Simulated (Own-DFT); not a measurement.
# One trend across several semiconductors

No measurement is shown. These are fixed-geometry runs of a retired plane-wave code named Own-DFT, which no person has reviewed; spin and spin-orbit coupling are neglected.

Caveats (not all hold for every row): forces on such cells moved up to 12 meV/angstrom on a denser k mesh; forces not confirmed at this smearing and k mesh; k mesh not checked against a denser one; forces on such cells passed a denser k mesh, each cell not checked; stress not checked against mesh or cutoff.

All runs are PBE with PseudoDojo norm-conserving files; cutoff and k mesh are each material's own. Every cell starts from measured lattice constants and was given uniform random strains and small random moves of its atoms. Each triple is the change of volume in per cent, the rms move u in Å and the pressure in GPa.

- 2H SiC (C36Si36), 10.36 Å³/atom unstrained: (-1.90, 0.048, 10.48); (-1.42, 0.053, 10.01); (-0.21, 0.050, 6.08); (1.10, 0.052, 3.32); (1.53, 0.048, 2.24); (2.34, 0.049, 0.10); (2.57, 0.050, 0.09)
- wurtzite AlN (Al64N64), 10.45 Å³/atom unstrained: withheld
- wurtzite GaN (Ga48N48), 11.42 Å³/atom unstrained: (-2.98, 0.048, 13.67); (-2.75, 0.054, 14.40); (-1.81, 0.050, 11.42); (-1.48, 0.050, 10.99); (-1.20, 0.048, 9.86); (0.44, 0.051, 7.13); (1.26, 0.050, 5.22)
- diamond silicon (Si64), 20.02 Å³/atom unstrained: (-3.32, 0.048, 6.16); (-2.62, 0.049, 5.22); (-1.65, 0.052, 4.30); (-0.62, 0.048, 3.40); (0.04, 0.050, 2.70); (1.59, 0.048, 0.95); (1.77, 0.050, 1.16)
- zincblende GaAs (As32Ga32), 22.58 Å³/atom unstrained: (-2.11, 0.049, 5.70); (-2.01, 0.053, 5.83); (-0.71, 0.057, 4.82); (-0.02, 0.049, 4.23); (1.17, 0.049, 3.28); (2.65, 0.055, 2.13); (2.91, 0.055, 2.02)
- zincblende InP (In48P48), 25.27 Å³/atom unstrained: (-2.94, 0.050, 6.18); (-1.21, 0.050, 4.65); (-0.60, 0.054, 4.29); (-0.43, 0.051, 3.92); (0.61, 0.047, 3.21); (0.77, 0.049, 3.24); (1.21, 0.051, 2.77)
- grey tin (Sn64), 34.15 Å³/atom unstrained: (-3.18, 0.055, 5.51); (-3.12, 0.048, 5.66); (-1.17, 0.048, 4.26); (-0.71, 0.047, 4.01); (-0.61, 0.051, 4.08); (-0.53, 0.049, 3.85); (1.66, 0.051, 2.95)

## Fit

Fit a line to each set against the fractional change of volume; B is minus its slope, and u is nearly the same within a set. To take it to zero pressure, assume that B rises by 4 GPa for each GPa: B0 = B - 4 x (mean pressure). The bond length of an ideal tetrahedral crystal with the unstrained volume v is d = (√3/4)(8 v)^(1/3). Cohen's empirical rule reads B0 = (1971 - 220 L) d^(-3.5) GPa, with L = 0 for group IV crystals and SiC and 1 for III-V compounds.

```
                  material  L  d (Å)   B (GPa)  mean P (GPa)  B0 (GPa)  rule (GPa)
          2H SiC (C36Si36)  0  1.888   244 ± 8           4.6   225 ± 8         213
    wurtzite AlN (Al64N64)  1  1.893         ?             ?         ?         188
    wurtzite GaN (Ga48N48)  1  1.950  210 ± 12          10.4  168 ± 12         169
    diamond silicon (Si64)  0  2.352    99 ± 3           3.4    86 ± 3          99
zincblende GaAs (As32Ga32)  1  2.448    77 ± 2           4.0    61 ± 2          76
  zincblende InP (In48P48)  1  2.541    81 ± 3           4.0    65 ± 3          67
           grey tin (Sn64)  0  2.810    57 ± 4           4.3    39 ± 4          53
```

A line through ln[B0/(1971 - 220 L)] against ln d has a slope of -4.2 ± 0.3 and a scatter of 9 %. Against the rule, B0 stands at 106 % for 2H SiC, 99 % for wurtzite GaN, 87 % for diamond silicon, 79 % for zincblende GaAs, 97 % for zincblende InP, 74 % for grey tin. PBE tends to make silicon and heavier crystals too soft, and the rule itself is only a guide.

## The run left out

The question: what B0 does the fitted trend give for wurtzite AlN (Al64N64)?

From the line: 195 GPa. Its own runs give B = 209 ± 11 GPa at a mean pressure of 7.4 GPa, so B0 = 180 GPa.
